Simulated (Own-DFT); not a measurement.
# One host, several defects: zincblende GaAs

Calculated, not measured: single-point runs of Own-DFT, a retired in-house plane-wave DFT program that no person has reviewed, on unrelaxed cells, without spin or spin-orbit coupling.

Settings: PBE; PseudoDojo norm-conserving scalar-relativistic files; cutoff 42 hartree; 3 x 3 x 3 k mesh centred on Gamma; Fermi-Dirac smearing of 0.1 eV.

Caveats (not all hold for every row): not probed for a lower state with spin; forces not confirmed at this smearing and k mesh; stress not checked against mesh or cutoff.

All runs share one cell, with vectors in Å (10.862, 0.000, 0.000); (0.000, 10.862, 0.000); (0.000, 0.000, 11.796) and a volume of 1391.7 Å³, strained against the parent crystal. u is the rms random offset of the atoms per axis. The defect's site can differ from row to row.

```
cell,formula,u (Å),P (GPa)
no defect,As32Ga32,0.0288,6.65
no defect,As32Ga32,0.0312,6.69
no defect,As32Ga32,0.0550,7.09
one As vacancy and one Ga vacancy,As31Ga31,0.0316,6.01
one As vacancy and one Ga vacancy,As31Ga31,0.0329,5.94
one As vacancy and one Ga vacancy,As31Ga31,0.0544,6.42
one P on an As site,As31Ga32P,0.0311,6.42
one P on an As site,As31Ga32P,0.0500,6.79
one P on an As site,As31Ga32P,0.0503,6.80
one In on a Ga site,As32Ga31In,0.0318,7.52
one In on a Ga site,As32Ga31In,0.0319,7.47
one In on a Ga site,As32Ga31In,0.0323,?
one In on a Ga site,As32Ga31In,0.0324,7.39
one Al on a Ga site,AlAs32Ga31,0.0290,6.66
one Al on a Ga site,AlAs32Ga31,0.0294,6.62
one Al on a Ga site,AlAs32Ga31,0.0509,7.05
```

## Analysis

P = P0 + c u² + a shift for each defect gives P0 = 6.45 GPa, c = 224 ± 15 GPa/Å² and a scatter of 0.05 GPa. The shifts, and each times the cell's volume:

- one In on a Ga site: 0.78 ± 0.04 GPa, 6.8 eV
- one Al on a Ga site: 0.01 ± 0.04 GPa, 0.0 eV (not resolved)
- one P on an As site: -0.22 ± 0.04 GPa, -2.0 eV
- one As vacancy and one Ga vacancy: -0.70 ± 0.04 GPa, -6.1 eV

A positive shift means that the defect pushes the cell outwards. Shift times volume (160.2 GPa Å³ is 1 eV) depends little on the cell's size, so, taken for each site, it can be compared between cells at like pressure. The atoms around the defects weren't relaxed, which would change these numbers.

## Prediction

The question: what pressure belongs in the blank (one In on a Ga site, u = 0.0323 Å)?

The fitted form gives 7.46 ± 0.05 GPa. The run itself gave 7.38 GPa.
